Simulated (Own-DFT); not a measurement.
Hf₃₆O₇₁ (tetragonal hafnia with one neutral oxygen vacancy, atoms displaced) (calculated)

All values are calculated (Own-DFT development build). A calculation, not a measurement: plane-wave PBE and HSE06 DFT by an unreviewed code, no spin, of a simulated cell at Gamma alone, so results move with cell size and shape, stress positive in tension, energies less offsets, not probed for a lower state with spin; hafnium file: forces about 75 meV/angstrom off all-electron values; oxygen file: force components 24 meV/angstrom off all-electron in a glass; k mesh not checked against a denser one; forces and stress are PBE's, HSE06 gives the energy alone, and its difference from PBE has offsets of its own; offsets are fitted by least squares, one for each functional and potential file, so energies compare only between cells with the same atoms and settings and are not formation energies; the far tail of each file's local potential was reset to the Coulomb form; each entry is a single point on an unrelaxed cell, so the pressure reflects the starting lattice, taken from the Materials Project, from which strain is counted, and rises with the displacements; printed positions are rounded, which can move forces by about a meV/angstrom; the program is a retired in-house code; no spin-orbit coupling.

Entry: Hf₃₆O₇₁ (tetragonal hafnia with one neutral oxygen vacancy, atoms displaced)

```
Hf36O71
1.0
     10.7800     0.0000     0.0000
      0.0000    10.7800     0.0000
      0.0000     0.0000    10.4493
Hf O Hf O Hf O Hf O Hf O Hf O Hf O Hf O Hf O Hf O Hf O Hf O Hf O Hf O Hf O Hf O Hf O Hf O
2 4 2 4 2 4 2 4 2 4 2 4 2 4 2 4 2 4 2 4 2 4 2 4 2 4 2 4 2 4 2 3 2 4 2 4
Direct
  0.99915 0.00468 0.99752
  0.16320 0.16510 0.25045
  0.99976 0.16873 0.15262
  0.16166 0.00127 0.35038
  0.99635 0.16414 0.40946
  0.16631 0.99322 0.09869
  0.99453 0.00035 0.50466
  0.17001 0.16442 0.75128
  0.00167 0.16215 0.64873
  0.16279 0.99071 0.85022
  0.00664 0.15571 0.90276
  0.15978 0.00030 0.59520
  0.99711 0.32924 0.00077
  0.16931 0.49535 0.25517
  0.00488 0.50025 0.16093
  0.16262 0.33119 0.35860
  0.99749 0.50059 0.40301
  0.16036 0.33584 0.08763
  0.99995 0.32628 0.49759
  0.17511 0.50258 0.75489
  0.00392 0.50147 0.65240
  0.16526 0.33262 0.84227
  0.00517 0.49373 0.91810
  0.16524 0.33634 0.59300
  0.00474 0.66699 0.00137
  0.16432 0.83390 0.24872
  0.00479 0.82682 0.15372
  0.17116 0.67083 0.35121
  0.00156 0.82829 0.39468
  0.16243 0.67465 0.10193
  0.00361 0.66365 0.50408
  0.17109 0.83765 0.75249
  0.99879 0.83657 0.65194
  0.16240 0.66595 0.84289
  0.00288 0.83544 0.90481
  0.16645 0.67161 0.59603
  0.33577 0.99988 0.00646
  0.49247 0.16792 0.25536
  0.33594 0.17064 0.14995
  0.50169 0.00046 0.34784
  0.33270 0.16598 0.40140
  0.49492 0.99365 0.09715
  0.33635 0.99556 0.49499
  0.49954 0.16122 0.75012
  0.32686 0.16879 0.65868
  0.49705 0.99814 0.83923
  0.32687 0.16041 0.89862
  0.50322 0.00123 0.59093
  0.32283 0.33322 0.99706
  0.49444 0.50059 0.24661
  0.33593 0.49050 0.15471
  0.49970 0.33605 0.34603
  0.33897 0.49532 0.39531
  0.50634 0.33348 0.09448
  0.33132 0.33830 0.49557
  0.50363 0.50704 0.75561
  0.33542 0.49579 0.65424
  0.50117 0.32933 0.84605
  0.32985 0.49192 0.90504
  0.49827 0.33612 0.60746
  0.33917 0.66649 0.00012
  0.50305 0.83960 0.24647
  0.31987 0.82833 0.15550
  0.49960 0.66017 0.35047
  0.33080 0.83983 0.40408
  0.49572 0.67159 0.09534
  0.33364 0.65939 0.50126
  0.49512 0.83373 0.75298
  0.33522 0.84267 0.64962
  0.50124 0.66827 0.84452
  0.32878 0.83647 0.90930
  0.49944 0.67297 0.60045
  0.66611 0.00686 0.99870
  0.83679 0.16894 0.25361
  0.66944 0.16395 0.15342
  0.83479 0.00763 0.35107
  0.66820 0.16173 0.40044
  0.83362 0.00367 0.09919
  0.65984 0.00115 0.49582
  0.83126 0.15955 0.74934
  0.66305 0.16969 0.64831
  0.82182 0.99865 0.84357
  0.66351 0.16387 0.90146
  0.83663 0.99526 0.60029
  0.67033 0.33530 0.99722
  0.83691 0.50186 0.25089
  0.65394 0.49696 0.15851
  0.83159 0.32724 0.34195
  0.67065 0.49737 0.40762
  0.82948 0.32652 0.09493
  0.66664 0.32725 0.49057
  0.83060 0.49901 0.75150
  0.67130 0.49963 0.64809
  0.66654 0.50191 0.89832
  0.82961 0.33408 0.59399
  0.66105 0.67247 0.00421
  0.82759 0.83088 0.24856
  0.66923 0.82984 0.15282
  0.83776 0.67365 0.34587
  0.65904 0.83329 0.40016
  0.83279 0.67622 0.08991
  0.66718 0.66081 0.49525
  0.83065 0.84038 0.74802
  0.66581 0.83796 0.64429
  0.83891 0.66917 0.84690
  0.67413 0.83611 0.90376
  0.83767 0.66096 0.59753
```

* first functional: PBE
* second functional: HSE06
* exact exchange share: 0.25
* screening: 0.11 1/bohr
* exchange divergence: Gygi-Baldereschi
* potential files: PseudoDojo norm-conserving, scalar-relativistic, made for PBE, standard set
* wave cutoff: 48 hartree
* occupations: fixed
* k mesh: 1 x 1 x 1 centred on Gamma
* PBE energy of cell above offsets: -96.869 eV
* HSE06 less PBE above offsets: 0.068 eV
* PBE pressure: 2.61 GPa
* PBE stress xx: -1.38 GPa
* PBE stress yy: -3.25 GPa
* PBE stress zz: -3.21 GPa
* PBE stress yz: -0.15 GPa
* PBE stress xz: -0.07 GPa
* PBE stress xy: -0.01 GPa

Force:
```csv
element,x (eV/Å),y (eV/Å),z (eV/Å)
Hf,0.543,-3.141,1.503
Hf,0.396,-1.112,0.644
O,0.624,0.08,0.126
O,0.409,0.95,-0.841
O,0.236,0.484,-1.562
O,0.043,1.317,0.023
Hf,1.029,-1.829,-0.951
Hf,-0.91,-0.698,-0.353
O,-0.872,0.611,0.976
O,0.431,1.915,-0.051
O,-0.772,2.525,-0.925
O,1.815,-0.145,0.392
Hf,-0.822,-0.366,-0.842
Hf,-0.638,1.552,0.235
O,-1.034,-0.158,-0.113
O,0.252,-0.047,-1.914
O,-0.214,-0.617,-0.327
O,0.979,-0.188,1.761
Hf,-0.095,1.392,1.667
Hf,-2.062,-0.949,-1.302
O,-0.084,-0.122,1.216
O,0.249,-0.211,0.552
O,-0.506,0.495,-0.953
O,0.417,-0.107,0.216
Hf,-0.766,1.197,-0.488
Hf,-1.841,0.004,1.386
O,-2.071,0.376,-0.302
O,0.598,-2.124,-0.197
O,-0.301,0.717,1.371
O,2.001,-1.557,-0.811
Hf,-0.65,1.021,-0.345
Hf,-1.808,-0.455,-1.211
O,0.345,-0.289,0.491
O,0.625,0.287,0.871
O,-0.416,0.064,-0.06
O,1.556,-0.396,0.403
Hf,-2.304,0.341,-0.854
Hf,1.546,1.103,-0.979
O,-1.163,-0.186,0.193
O,-0.227,0.094,-0.369
O,0.473,0.384,-0.272
O,1.323,-0.336,0.588
Hf,-1.727,0.84,1.38
Hf,-0.464,2.472,-1.015
O,1.563,-0.346,-0.914
O,0.172,-0.297,1.439
O,0.087,0.337,0.959
O,-1.31,0.408,0.722
Hf,2.232,-1.722,0.044
Hf,0.61,-0.777,0.977
O,-1.581,0.421,-1.113
O,0.165,-0.765,0.375
O,-0.895,0.866,0.646
O,-1.445,-0.388,-0.17
Hf,0.603,-1.557,2.115
Hf,1.014,-3.432,-1.92
O,0.111,1.048,-0.487
O,-0.127,0.597,0.205
O,0.363,2.388,-0.436
O,0.058,-0.207,-2.122
Hf,-2.954,0.548,0.343
Hf,-1.036,-1.194,1.028
O,3.951,0.134,-0.695
O,-0.098,1.265,-0.494
O,0.741,-1.856,-0.367
O,0.271,0.105,0.618
Hf,-0.289,1.348,-0.585
Hf,1.255,0.125,-2.101
O,0.063,-0.256,0.746
O,-0.599,0.642,1.694
O,0.858,-1.304,-0.703
O,-0.111,-0.648,-0.146
Hf,1.136,-0.44,0.9
Hf,-1.038,-2.002,-1.193
O,-1.177,-0.44,0.149
O,-0.239,-1.7,-0.281
O,-0.576,0.964,-0.378
O,-0.233,-0.383,-0.731
Hf,1.972,-1.083,0.631
Hf,0.078,1.441,-1.272
O,0.848,-0.584,0.412
O,0.465,1.008,1.121
O,0.35,0.713,-0.388
O,-1.871,0.592,0.244
Hf,-1.709,-0.476,0.008
Hf,-0.374,0.242,0.445
O,3.089,0.885,-0.961
O,0.054,2.191,0.673
O,0.439,-0.048,-1.043
O,0.892,0.956,-0.15
Hf,-0.621,0.463,2.281
Hf,0.976,0.688,-0.762
O,-1.189,0.622,0.923
O,0.183,0.285,0.551
O,0.531,-0.331,0.135
Hf,2.293,-0.143,-1.073
Hf,3.071,1.441,0.466
O,-1.752,0.032,-0.571
O,-1.069,-1.88,-0.126
O,0.129,-0.157,-0.706
O,-0.589,-1.059,0.973
Hf,0.457,0.88,1.362
Hf,0.483,-2.217,-0.73
O,-0.355,-0.252,1.235
O,-0.256,-0.712,-0.506
O,-1.14,-0.45,0.268
O,-1.069,0.283,-0.526
```
